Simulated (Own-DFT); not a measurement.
# Computed records: AlN (wurtzite, strained, atoms displaced)

Computed with Own-DFT development build. A calculation, not a measurement: plane-wave PBE density functional theory by an unreviewed code, no spin, of a simulated periodic cell, stress positive in tension, free energy of the whole cell less one offset for each atom, forces on such cells passed a denser k mesh, this cell's mesh not checked; offsets are fitted by least squares, one for each functional and potential file, so energies compare only between cells with the same atoms and settings and are not formation energies; the far tail of each file's local potential was reset to the Coulomb form; each entry is a single point on an unrelaxed cell, so the pressure reflects the starting lattice, mostly measured values (interpolated for alloys), from which strain is counted, and rises with the displacements; printed positions are rounded, which can move forces by about a meV/angstrom; the program, named Own-DFT, is a retired in-house code; no spin-orbit coupling.

Settings shared by all entries: functional PBE; potential files PseudoDojo norm-conserving, scalar-relativistic, standard set; wave cutoff 42 hartree; occupations Fermi-Dirac; smearing width 0.1 eV; hardware one NVIDIA H100; k mesh 2 x 2 x 2 centred on Gamma.

(1) 
```cif
# cell vector a (Å): 12.4521 0.0238 -0.0416
# cell vector b (Å): -6.2055 10.6428 -0.1264
# cell vector c (Å): -0.0333 -0.1360 9.8269
data_AlN
_symmetry_space_group_name_H-M 'P 1'
_symmetry_Int_Tables_number 1
_cell_length_a 12.4522
_cell_length_b 12.3204
_cell_length_c 9.8279
_cell_angle_alpha 91.175
_cell_angle_beta 90.387
_cell_angle_gamma 120.131
_cell_volume 1303.50
loop_
_atom_site_label
_atom_site_type_symbol
_atom_site_fract_x
_atom_site_fract_y
_atom_site_fract_z
_atom_site_occupancy
Al1 Al 0.08506 0.16123 0.99941 1
Al2 Al 0.16495 0.07685 0.24376 1
N1 N 0.08686 0.16587 0.19382 1
N2 N 0.16641 0.07921 0.44327 1
Al3 Al 0.08055 0.16246 0.49356 1
Al4 Al 0.16655 0.08234 0.75005 1
N3 N 0.07939 0.16211 0.68858 1
N4 N 0.16863 0.08185 0.94347 1
Al5 Al 0.08576 0.42265 0.99599 1
Al6 Al 0.17083 0.32962 0.24575 1
N5 N 0.07797 0.40879 0.19255 1
N6 N 0.17579 0.33928 0.43572 1
Al7 Al 0.08711 0.41991 0.50105 1
Al8 Al 0.16359 0.33231 0.75914 1
N7 N 0.08479 0.41980 0.69054 1
N8 N 0.16378 0.33047 0.94384 1
Al9 Al 0.08256 0.66645 0.99316 1
Al10 Al 0.16794 0.58830 0.24638 1
N9 N 0.09140 0.67445 0.19187 1
N10 N 0.16827 0.58228 0.43958 1
Al11 Al 0.08065 0.66186 0.49846 1
Al12 Al 0.17327 0.58938 0.74127 1
N11 N 0.08066 0.66652 0.68706 1
N12 N 0.16844 0.58623 0.94561 1
Al13 Al 0.07757 0.91630 0.99779 1
Al14 Al 0.16624 0.83572 0.24818 1
N13 N 0.08378 0.91844 0.18833 1
N14 N 0.16735 0.83928 0.44206 1
Al15 Al 0.08807 0.92066 0.49414 1
Al16 Al 0.16881 0.84018 0.75189 1
N15 N 0.09145 0.92156 0.69029 1
N16 N 0.16688 0.83627 0.93537 1
Al17 Al 0.33338 0.17263 0.99397 1
Al18 Al 0.41599 0.08872 0.25308 1
N17 N 0.33434 0.16689 0.19608 1
N18 N 0.41642 0.08197 0.43642 1
Al19 Al 0.32578 0.16702 0.49602 1
Al20 Al 0.41386 0.08227 0.74700 1
N19 N 0.33749 0.16679 0.68518 1
N20 N 0.41788 0.08188 0.94287 1
Al21 Al 0.33582 0.41371 0.99908 1
Al22 Al 0.41161 0.32911 0.25439 1
N21 N 0.34339 0.42327 0.18540 1
N22 N 0.41721 0.33882 0.44461 1
Al23 Al 0.32598 0.41323 0.49502 1
Al24 Al 0.41664 0.33386 0.73950 1
N23 N 0.33256 0.42191 0.69017 1
N24 N 0.42129 0.33680 0.94591 1
Al25 Al 0.33325 0.67105 0.00404 1
Al26 Al 0.41794 0.58101 0.24837 1
N25 N 0.34140 0.67332 0.18748 1
N26 N 0.41758 0.58654 0.44168 1
Al27 Al 0.33546 0.67501 0.50995 1
Al28 Al 0.40790 0.58479 0.75559 1
N27 N 0.34491 0.67267 0.69373 1
N28 N 0.41542 0.58067 0.94441 1
Al29 Al 0.32386 0.90984 0.99130 1
Al30 Al 0.42050 0.83982 0.24922 1
N29 N 0.33576 0.91128 0.19655 1
N30 N 0.41387 0.83683 0.43973 1
Al31 Al 0.33312 0.91625 0.50200 1
Al32 Al 0.42145 0.83351 0.75298 1
N31 N 0.33067 0.91870 0.69245 1
N32 N 0.42217 0.83491 0.94541 1
Al33 Al 0.58577 0.16253 0.00174 1
Al34 Al 0.65603 0.07984 0.24736 1
N33 N 0.58526 0.16960 0.19634 1
N34 N 0.66901 0.08046 0.43859 1
Al35 Al 0.58019 0.17181 0.50345 1
Al36 Al 0.67333 0.08362 0.75609 1
N35 N 0.57944 0.16702 0.70368 1
N36 N 0.66568 0.08356 0.93907 1
Al37 Al 0.58942 0.42253 0.00033 1
Al38 Al 0.66517 0.33168 0.24653 1
N37 N 0.58244 0.41734 0.18948 1
N38 N 0.67508 0.33082 0.43959 1
Al39 Al 0.59182 0.42311 0.50261 1
Al40 Al 0.67015 0.33380 0.75491 1
N39 N 0.58616 0.42060 0.70257 1
N40 N 0.66184 0.33341 0.93955 1
Al41 Al 0.59180 0.66859 0.00738 1
Al42 Al 0.67015 0.58414 0.25321 1
N41 N 0.58233 0.66606 0.18703 1
N42 N 0.66432 0.57883 0.44749 1
Al43 Al 0.57833 0.66843 0.49726 1
Al44 Al 0.67395 0.58134 0.74277 1
N43 N 0.58202 0.66143 0.70264 1
N44 N 0.67105 0.58534 0.93864 1
Al45 Al 0.58210 0.92015 0.00002 1
Al46 Al 0.66369 0.82355 0.24885 1
N45 N 0.58503 0.92135 0.18874 1
N46 N 0.66569 0.83166 0.44106 1
Al47 Al 0.58031 0.91810 0.50047 1
Al48 Al 0.66534 0.82977 0.75106 1
N47 N 0.58096 0.91645 0.68810 1
N48 N 0.67253 0.84017 0.93850 1
Al49 Al 0.83418 0.16643 0.99293 1
Al50 Al 0.92514 0.08943 0.24836 1
N49 N 0.83343 0.16791 0.19159 1
N50 N 0.92007 0.09137 0.44483 1
Al51 Al 0.83526 0.17001 0.49994 1
Al52 Al 0.90821 0.08051 0.74507 1
N51 N 0.83293 0.17445 0.69414 1
N52 N 0.92167 0.08553 0.94107 1
Al53 Al 0.83801 0.41431 0.00209 1
Al54 Al 0.91698 0.33197 0.24915 1
N53 N 0.82487 0.41280 0.19138 1
N54 N 0.92092 0.33603 0.43528 1
Al55 Al 0.82852 0.42429 0.50248 1
Al56 Al 0.91986 0.34281 0.75534 1
N55 N 0.82395 0.41451 0.69021 1
N56 N 0.92050 0.33195 0.94593 1
Al57 Al 0.82903 0.65884 0.00486 1
Al58 Al 0.90971 0.58347 0.24218 1
N57 N 0.84163 0.67293 0.19209 1
N58 N 0.92188 0.59360 0.43695 1
Al59 Al 0.83703 0.67058 0.50867 1
Al60 Al 0.91773 0.58305 0.74768 1
N59 N 0.82406 0.66031 0.68986 1
N60 N 0.91962 0.58328 0.94326 1
Al61 Al 0.83441 0.91281 0.98946 1
Al62 Al 0.91848 0.83669 0.25199 1
N61 N 0.82670 0.91488 0.18233 1
N62 N 0.92486 0.83241 0.44626 1
Al63 Al 0.83053 0.91682 0.50277 1
Al64 Al 0.91444 0.82526 0.74959 1
N63 N 0.83405 0.91650 0.69206 1
N64 N 0.91649 0.83434 0.93987 1
_calc_free_energy_of_cell_above_offsets '-52.836'  # eV
_calc_pressure 10.76  # GPa
_calc_stress_xx -8  # GPa
_calc_stress_yy -13.05  # GPa
_calc_stress_zz -11.25  # GPa
_calc_stress_yz -4.12  # GPa
_calc_stress_xz -1.39  # GPa
_calc_stress_xy -0.53  # GPa
_calc_wall_time 396.3  # s
```

Force:
```tsv
element	x (eV/Å)	y (eV/Å)	z (eV/Å)
Al	-1.078	1.102	-0.018
Al	0.479	2.071	1.233
N	0.499	-0.828	-0.673
N	-1.375	1.156	-1.772
Al	0.979	1.552	1.151
Al	-0.109	1.22	-0.37
N	-0.037	0.593	0.264
N	-0.223	0.06	-0.484
Al	0.971	-1.221	1.631
Al	-0.657	2.137	-0.17
N	1.04	1.829	-0.802
N	-2.85	-2.456	-0.263
Al	-0.109	-0.997	-1.202
Al	0.706	-0.255	-1.927
N	-0.056	-0.089	0.716
N	0.538	0.202	0.735
Al	0.509	1.038	1.323
Al	1.375	-0.816	0.117
N	-1.714	-1.921	-1.119
N	0.009	1.039	0.773
Al	0.506	1.776	-0.903
Al	-0.462	-0.061	1.199
N	0.549	0.158	0.925
N	-0.04	0.367	-1.76
Al	1.337	-0.059	-0.039
Al	1.15	0.751	0.809
N	-0.322	-1.573	-0.335
N	1.06	-1.489	-0.356
Al	0.126	-0.952	1.828
Al	0.281	-0.875	-1.51
N	-1.795	-1.616	-0.122
N	-1.489	-1.31	0.941
Al	2.006	-0.843	1.05
Al	1.358	-1.581	-1.278
N	-1.191	-0.458	-1.13
N	-0.672	0.803	1.719
Al	2.315	0.474	0.083
Al	0.698	0.788	1.26
N	-1.568	-0.135	0.624
N	-0.909	-0.13	-0.006
Al	-0.763	1.001	-0.57
Al	0.887	1.822	-0.542
N	-1.048	-2.561	1.041
N	0.953	-0.773	0.151
Al	2.412	2.634	1.76
Al	-0.152	1.001	1.315
N	-0.434	-1.574	0.071
N	-0.091	-0.412	-1.615
Al	1.567	-0.647	-0.476
Al	-0.998	1.686	0.3
N	-0.623	-1.227	1.521
N	-1	-0.369	-0.27
Al	0.674	-0.884	-2.778
Al	4.071	-0.955	0.697
N	-3.179	-0.174	-0.237
N	-0.159	0.911	0.324
Al	2.345	1.99	1.974
Al	0.985	-1.066	0.173
N	-2.671	1.829	-1.74
N	1.052	-0.533	0.699
Al	-0.86	0.676	-0.573
Al	-0.943	1.85	0.423
N	1.297	-1.492	0.087
N	-1.773	-0.352	-1.257
Al	-1.969	1.18	-0.21
Al	2.702	1.493	1.134
N	-1.141	-1.09	-1.251
N	-1.17	0.747	0.816
Al	1.444	-1.496	0.452
Al	-2.207	0.155	-1.818
N	1.258	-0.423	-1.847
N	1.109	0.021	0.795
Al	-0.78	-0.858	-0.289
Al	-0.548	0.827	0.564
N	0.18	-0.123	1.006
N	-3.005	0.575	-0.123
Al	-0.758	-2.605	0.633
Al	-2.07	-0.64	0.076
N	0.474	-2.173	-2.203
N	2.259	-0.138	1.415
Al	-1.591	0.063	-3.246
Al	-0.343	-0.131	0.011
N	1.066	-1.383	1.793
N	0.384	2.695	-1.06
Al	1.189	-0.806	1.931
Al	-4.158	0.329	2.268
N	-0.463	0.282	-1.708
N	0.031	0.083	0.432
Al	1.732	-0.345	0.365
Al	-0.784	3.359	0.006
N	0.389	-2.081	0.216
N	-0.093	0.297	-0.135
Al	0.446	0.16	-0.686
Al	-0.255	0.027	-0.452
N	1.07	0.085	0.826
N	-1.105	-1.069	0.617
Al	0.551	-0.676	1.919
Al	-2.386	-1.092	-0.209
N	-0.218	-1.008	-0.798
N	-0.048	-1.989	-0.84
Al	-1.035	0.646	-0.494
Al	1.596	1.456	0.7
N	0.766	-0.51	-0.077
N	-0.553	-0.704	-0.619
Al	-1.729	-0.212	-0.093
Al	-0.675	0.209	-0.062
N	1.569	1.036	-0.366
N	-0.779	0.559	1.997
Al	3.148	-0.094	-1.08
Al	0.059	-0.62	-0.948
N	2.17	1.202	0.335
N	-0.858	0.87	-1.149
Al	0.528	1.563	-0.899
Al	2.825	-0.233	1.205
N	-2.136	-0.625	-0.181
N	-1.016	-1.774	0.354
Al	-0.331	-0.333	-2.302
Al	-0.463	-0.003	0.48
N	3.74	1.557	0.361
N	-0.671	-0.532	-0.611
Al	-1.06	1.66	1.227
Al	-0.545	0.659	-0.062
N	1.694	0.111	1.449
N	-2.524	0.612	-0.578
Al	0.905	0.32	-0.753
Al	0.153	2.125	-0.372
N	-0.213	-1.216	-0.053
N	0.859	-1.809	-0.428
```

(2) 
```cif
# cell vector a (Å): 12.6721 -0.1887 -0.1125
# cell vector b (Å): -6.4995 10.7640 -0.0357
# cell vector c (Å): -0.0901 -0.0850 10.1313
data_AlN
_symmetry_space_group_name_H-M 'P 1'
_symmetry_Int_Tables_number 1
_cell_length_a 12.6740
_cell_length_b 12.5741
_cell_length_c 10.1321
_cell_angle_alpha 90.311
_cell_angle_beta 91.011
_cell_angle_gamma 121.974
_cell_volume 1369.30
loop_
_atom_site_label
_atom_site_type_symbol
_atom_site_fract_x
_atom_site_fract_y
_atom_site_fract_z
_atom_site_occupancy
Al1 Al 0.09657 0.17864 0.00491 1
Al2 Al 0.16684 0.08512 0.24706 1
N1 N 0.08143 0.16276 0.19915 1
N2 N 0.16529 0.08745 0.45367 1
Al3 Al 0.08690 0.16183 0.50200 1
Al4 Al 0.16872 0.07831 0.75456 1
N3 N 0.07925 0.15892 0.69023 1
N4 N 0.16213 0.07662 0.93963 1
Al5 Al 0.07127 0.40646 0.99093 1
Al6 Al 0.16350 0.33169 0.25361 1
N5 N 0.08436 0.41336 0.19132 1
N6 N 0.16300 0.33593 0.43866 1
Al7 Al 0.08809 0.41961 0.49140 1
Al8 Al 0.16212 0.32994 0.75666 1
N7 N 0.08538 0.41493 0.69325 1
N8 N 0.16873 0.33214 0.93762 1
Al9 Al 0.08062 0.66092 0.99788 1
Al10 Al 0.16406 0.58588 0.25772 1
N9 N 0.08027 0.66250 0.19282 1
N10 N 0.16571 0.58117 0.43168 1
Al11 Al 0.07975 0.65772 0.50263 1
Al12 Al 0.16887 0.58017 0.75141 1
N11 N 0.07947 0.66910 0.68692 1
N12 N 0.17495 0.58956 0.94791 1
Al13 Al 0.08349 0.91918 0.99825 1
Al14 Al 0.16837 0.83194 0.25543 1
N13 N 0.08594 0.92244 0.19300 1
N14 N 0.16437 0.83474 0.44024 1
Al15 Al 0.08266 0.92105 0.49804 1
Al16 Al 0.17527 0.83366 0.75335 1
N15 N 0.07856 0.91410 0.69626 1
N16 N 0.16699 0.83174 0.93750 1
Al17 Al 0.33732 0.16645 0.00016 1
Al18 Al 0.41723 0.08935 0.25610 1
N17 N 0.33204 0.16871 0.19471 1
N18 N 0.42174 0.08600 0.44109 1
Al19 Al 0.33360 0.16494 0.50855 1
Al20 Al 0.41958 0.08143 0.74587 1
N19 N 0.33334 0.16711 0.68166 1
N20 N 0.41961 0.08431 0.93809 1
Al21 Al 0.34073 0.42003 0.00170 1
Al22 Al 0.41447 0.32823 0.26166 1
N21 N 0.34047 0.42261 0.19915 1
N22 N 0.42226 0.33006 0.43612 1
Al23 Al 0.32893 0.41145 0.49682 1
Al24 Al 0.41884 0.34077 0.74979 1
N23 N 0.33534 0.41646 0.69736 1
N24 N 0.41748 0.33264 0.94067 1
Al25 Al 0.33656 0.66702 0.00202 1
Al26 Al 0.42000 0.57597 0.24974 1
N25 N 0.33428 0.66900 0.19390 1
N26 N 0.41755 0.57965 0.44329 1
Al27 Al 0.33007 0.67161 0.49070 1
Al28 Al 0.41550 0.57880 0.74235 1
N27 N 0.32493 0.66695 0.68265 1
N28 N 0.41861 0.58606 0.94786 1
Al29 Al 0.33029 0.91905 0.00459 1
Al30 Al 0.41518 0.83131 0.25522 1
N29 N 0.32022 0.91538 0.18833 1
N30 N 0.41836 0.82828 0.43639 1
Al31 Al 0.32544 0.91276 0.49895 1
Al32 Al 0.41452 0.83318 0.75213 1
N31 N 0.33259 0.91909 0.69138 1
N32 N 0.41153 0.82447 0.93607 1
Al33 Al 0.58193 0.15816 0.00411 1
Al34 Al 0.66843 0.08376 0.24536 1
N33 N 0.57752 0.16056 0.19564 1
N34 N 0.66391 0.08553 0.43111 1
Al35 Al 0.58904 0.16806 0.49680 1
Al36 Al 0.66304 0.07808 0.75225 1
N35 N 0.58489 0.17424 0.69620 1
N36 N 0.67861 0.09225 0.93973 1
Al37 Al 0.58995 0.41572 0.00299 1
Al38 Al 0.66847 0.33499 0.25845 1
N37 N 0.58870 0.41675 0.18835 1
N38 N 0.67407 0.33129 0.44441 1
Al39 Al 0.57892 0.41496 0.50787 1
Al40 Al 0.66780 0.33577 0.74269 1
N39 N 0.57967 0.41100 0.69147 1
N40 N 0.66800 0.34092 0.94234 1
Al41 Al 0.58304 0.67246 0.00325 1
Al42 Al 0.67185 0.57845 0.24955 1
N41 N 0.57780 0.66704 0.19205 1
N42 N 0.66471 0.58295 0.43852 1
Al43 Al 0.58447 0.67204 0.49840 1
Al44 Al 0.66425 0.58690 0.75831 1
N43 N 0.57239 0.65764 0.69475 1
N44 N 0.66278 0.58113 0.94257 1
Al45 Al 0.58773 0.92201 0.00427 1
Al46 Al 0.67315 0.83904 0.24113 1
N45 N 0.58640 0.92308 0.18948 1
N46 N 0.65526 0.82845 0.43369 1
Al47 Al 0.58183 0.91123 0.50108 1
Al48 Al 0.66546 0.82823 0.75225 1
N47 N 0.58510 0.91603 0.68613 1
N48 N 0.66959 0.83287 0.94248 1
Al49 Al 0.82708 0.16330 0.99793 1
Al50 Al 0.91788 0.07781 0.25009 1
N49 N 0.83167 0.16317 0.19383 1
N50 N 0.92013 0.09441 0.44278 1
Al51 Al 0.82939 0.17647 0.49697 1
Al52 Al 0.91907 0.08196 0.74671 1
N51 N 0.84016 0.16745 0.68954 1
N52 N 0.92059 0.07960 0.94738 1
Al53 Al 0.83861 0.42420 0.99864 1
Al54 Al 0.91429 0.34053 0.24894 1
N53 N 0.82898 0.41425 0.19032 1
N54 N 0.91960 0.32682 0.44560 1
Al55 Al 0.83387 0.40905 0.48613 1
Al56 Al 0.91767 0.33445 0.74716 1
N55 N 0.82349 0.41560 0.68650 1
N56 N 0.91810 0.33653 0.93935 1
Al57 Al 0.83409 0.67019 0.00417 1
Al58 Al 0.91297 0.58195 0.24096 1
N57 N 0.83076 0.66845 0.19007 1
N58 N 0.92198 0.58657 0.44597 1
Al59 Al 0.82958 0.66600 0.50637 1
Al60 Al 0.92293 0.58894 0.75020 1
N59 N 0.83428 0.66874 0.68830 1
N60 N 0.90901 0.57175 0.94681 1
Al61 Al 0.83501 0.92166 0.00641 1
Al62 Al 0.92939 0.83342 0.24997 1
N61 N 0.83496 0.91725 0.19416 1
N62 N 0.92410 0.84071 0.44145 1
Al63 Al 0.83527 0.91690 0.49686 1
Al64 Al 0.91885 0.83432 0.75125 1
N63 N 0.83191 0.91216 0.68999 1
N64 N 0.90902 0.83299 0.93390 1
_calc_free_energy_of_cell_above_offsets '-51.178'  # eV
_calc_pressure 1.74  # GPa
_calc_stress_xx 1.48  # GPa
_calc_stress_yy -8.3  # GPa
_calc_stress_zz 1.58  # GPa
_calc_stress_yz -1.61  # GPa
_calc_stress_xz -1.81  # GPa
_calc_stress_xy -6.71  # GPa
_calc_wall_time 404.4  # s
```

Force:
```tsv
element	x (eV/Å)	y (eV/Å)	z (eV/Å)
Al	-0.861	-3.163	0.192
Al	0.007	0.612	1.439
N	0.929	0.87	-1.388
N	2.056	-0.525	-2.49
Al	-2.88	1.562	0.639
Al	-0.814	0.99	-0.926
N	1.27	1.087	0.438
N	0.743	2.448	0.614
Al	3.552	2.627	2.165
Al	0.342	0.685	-0.271
N	-1.14	0.323	-0.398
N	1.437	-0.819	0.532
Al	-0.011	-1.021	1.58
Al	0.895	-0.374	-1.625
N	-0.304	0.067	-0.649
N	-0.38	1.458	0.994
Al	0.758	0.706	0.644
Al	1.192	-0.563	-3.511
N	-0.372	0.389	-0.576
N	-0.998	0.643	2.34
Al	0.298	1.622	-0.255
Al	-0.994	0.76	0.708
N	2.184	-0.592	0.704
N	-1.837	-1.94	-1.535
Al	-0.066	-1.739	0.137
Al	-1.645	-0.327	-0.406
N	1.295	-1.27	-1.001
N	-0.269	-0.636	0.296
Al	1.368	-0.488	1.811
Al	-2.461	-0.002	-0.333
N	2.031	-0.181	-0.999
N	-0.966	-0.164	0.692
Al	-0.389	0.044	0.049
Al	-0.263	-1.196	-0.411
N	0.506	-0.779	-0.85
N	-1.099	-0.625	0.592
Al	0.478	-0.007	-2.265
Al	-0.989	1.877	0.507
N	0.366	-0.216	3.386
N	-0.472	-0.522	0.09
Al	-0.133	-0.209	0.436
Al	0.255	1.888	-2.605
N	-0.307	-4.524	-1.596
N	-1.702	-0.264	2.209
Al	0.592	0.683	0.534
Al	0.477	-1.748	0.688
N	-1.152	-1.489	-1.492
N	-0.141	0.159	0.126
Al	0.371	-0.549	1.263
Al	-1.761	3.655	1.643
N	0.102	-1.001	0.026
N	-1.057	0.266	-0.129
Al	1.883	-2.337	1.208
Al	-2.383	1.094	1.567
N	1.556	0.032	-0.06
N	-0.484	-0.31	-1.528
Al	0.857	-0.878	-0.506
Al	0.062	0.932	-1.512
N	2.737	0.936	0.544
N	-1.772	2.13	0.607
Al	1.692	1.037	0.137
Al	0.315	-0.265	-0.646
N	1.303	-0.912	-0.96
N	0.203	2.961	0.662
Al	-0.193	2.426	-0.213
Al	-0.538	0.875	0.983
N	0.673	0.84	-0.869
N	0.428	-0.679	1.449
Al	-0.531	-0.839	0.983
Al	0.625	1.991	-0.801
N	1.277	-2.887	-1.345
N	-4.039	-2.814	-0.873
Al	-1.4	0.096	-0.266
Al	-0.69	-0.877	-1.153
N	-0.415	-1.154	1.07
N	-2.61	0.315	-1.007
Al	1.554	0.761	-0.554
Al	-0.896	0.702	2.254
N	-0.16	1.448	-0.04
N	1.54	-1.864	-0.508
Al	0.906	-1.384	0.483
Al	-2.477	1.076	0.508
N	2.353	0.38	-0.578
N	0.144	0.032	0.45
Al	0.192	-1.875	0.193
Al	0.901	-0.721	-0.855
N	2.161	1.789	-1.073
N	0.066	0.945	0.469
Al	-0.177	-1.228	-0.849
Al	-1.563	-1.227	1.278
N	-0.125	-1.753	-0.436
N	1.802	1.656	0.115
Al	0.05	1.366	-0.744
Al	-0.031	0.667	-0.057
N	-0.436	-0.829	0.94
N	-1.119	1.261	-0.127
Al	4.521	1.905	1.722
Al	-1.394	2.022	1.268
N	0.31	0.91	-0.978
N	-0.056	-1.779	-0.382
Al	1.869	-4.53	1.256
Al	-0.593	-0.362	0.751
N	-1.555	-0.518	0.157
N	-0.829	2.27	-0.917
Al	-0.726	-5.309	0.873
Al	2.047	-1.819	-0.04
N	0.348	0.182	0.041
N	-1.259	4.289	-2.15
Al	0.857	2.32	2.557
Al	-1.035	0.126	-0.16
N	3.28	0.894	-0.451
N	-2.338	-1.317	-0.746
Al	-0.467	-0.613	-1.161
Al	0.272	0.773	1.699
N	1.668	-0.096	-0.163
N	-1.911	-1.31	-1.801
Al	1.116	0.171	-0.962
Al	-1.943	-1.454	-0.202
N	-0.383	-0.808	1.275
N	0.083	5.879	-1.861
Al	0.794	-1.147	-0.479
Al	-2.718	0.258	0.96
N	1.282	-1.207	-0.58
N	-1.543	-1.592	-0.824
Al	-0.836	0.799	0.121
Al	-0.941	-0.029	-0.342
N	-0.378	-0.331	-0.472
N	1.179	0.018	1.887
```
